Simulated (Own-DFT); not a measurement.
# Cleaving wurtzite AlN, m plane (10-10)

Source: density functional calculations with Own-DFT, an unreviewed in-house program that is no longer used. Nothing was measured or relaxed, and spin and spin-orbit coupling are left out.

Limits (not all hold for every row): some atoms lie very close together; forces not confirmed at this smearing and k mesh; k mesh not checked against a denser one.

Both sets of runs: PBE; PseudoDojo norm-conserving scalar-relativistic files; cutoff 42 hartree; Gaussian smearing of 0.01 eV. The slab has 128 atoms in 16 layers, two equal faces of 62.02 Å² as cut, 15 Å of vacuum, a dipole correction along the normal and a 6 x 3 x 1 mesh. The bulk cell has 128 atoms, the same measured lattice constants and a 3 x 3 x 3 mesh. All atoms were moved at random; u is the rms move along one axis. Energies are counted from -174.06 eV for each atom.

| slab run | u (Å) | E (eV, cell) |
|---|---|---|
| 1 | 0.0189 | 20.267 |
| 2 | 0.0196 | 20.145 |
| 3 | 0.0199 | 20.707 |
| 4 | 0.0200 | 20.418 |
| 5 | 0.0205 | 20.815 |
| 6 | 0.0208 | 20.458 |
| 7 | 0.0465 | 26.916 |
| 8 | 0.0478 | 28.234 |
| 9 | 0.0950 | 51.374 |
| 10 | 0.0984 | 56.797 |
| 11 | 0.0993 | 56.663 |
| 12 | 0.1004 | 60.231 |

| bulk run | u (Å) | E (meV/atom) |
|---|---|---|
| 1 | 0.0186 | -3.06 |
| 2 | 0.0195 | -1.83 |
| 3 | 0.0197 | -1.89 |
| 4 | 0.0203 | -0.75 |
| 5 | 0.1000 | 346.20 |
| 6 | 0.1005 | 316.50 |
| 7 | 0.1013 | 316.29 |
| 8 | 0.1022 | 332.36 |
| 9 | 0.1023 | 369.68 |
| 10 | 0.1035 | 329.74 |

Q: what is the energy of the unrelaxed surface?

## Answer

Take each set to u = 0 with E = a + b u². Rows are weighted down as u grows, with residuals divided by u² + 0.0006 Å². Slab: a = 18.93 ± 0.09 eV. Bulk: a = -14.8 ± 0.8 meV/atom. The excess is 18.93 - 128 x (-0.0148) = 20.82 ± 0.14 eV. Over two faces that is 168 meV/Å², or 2.69 ± 0.02 J/m². Relaxing the faces would lower the energy, and the unlike meshes and the reach from the smallest u down to zero add errors that aren't counted here.
